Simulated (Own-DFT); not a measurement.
# Cleaving wurtzite AlN, m plane (10-10)

The numbers are computed, not measured, by runs of the plane-wave DFT program Own-DFT (in-house, retired, unreviewed) at fixed positions, with no spin and no spin-orbit coupling.

Limits (not all hold for every row): some atoms lie very close together; k mesh not checked against a denser one.

Both sets of runs: PBE; PseudoDojo norm-conserving scalar-relativistic files; cutoff 42 hartree; Gaussian smearing of 0.01 eV. The slab has 128 atoms in 16 layers, two equal faces of 62.02 Å² as cut, 15 Å of vacuum, a dipole correction along the normal and a 6 x 3 x 1 mesh. The bulk cell has 128 atoms, the same measured lattice constants and a 3 x 3 x 3 mesh. In the slab only the 32 atoms nearest the faces were moved at random; u is their rms move along one axis. Energies are counted from -174.06 eV for each atom.

| slab run | u (Å) | E (eV, cell) |
|---|---|---|
| 1 | 0.0425 | 20.388 |
| 2 | 0.0500 | 21.744 |
| 3 | 0.0502 | 20.795 |
| 4 | 0.0528 | 21.059 |
| 5 | 0.0544 | 21.285 |
| 6 | 0.0851 | 25.456 |
| 7 | 0.0989 | 28.519 |
| 8 | 0.0992 | 27.138 |
| 9 | 0.0999 | 27.519 |
| 10 | 0.1060 | 25.638 |
| 11 | 0.1101 | 28.304 |
| 12 | 0.1200 | 30.117 |

```
bulk run,u (Å),E (meV/atom)
1,0.0184,-4.85
2,0.0193,-3.88
3,0.0201,-1.09
4,0.0214,-0.93
5,0.0975,292.78
6,0.0988,328.30
7,0.0989,331.12
8,0.0989,314.34
9,0.1031,356.63
10,0.1044,372.58
```

Question: what is the energy of the unrelaxed surface?

## Worked answer

Take each set to u = 0 with E = a + b u². Residuals are scaled by 1/(u² + 0.0006 Å²) to tame the large moves. Slab: a = 19.06 ± 0.25 eV. Bulk: a = -16.3 ± 0.6 meV/atom. The excess is 19.06 - 128 x (-0.0163) = 21.15 ± 0.26 eV. Over two faces that is 171 meV/Å², or 2.73 ± 0.03 J/m². Relaxing the faces would lower the energy, and the unlike meshes and the reach from the smallest u down to zero add errors that aren't counted here.
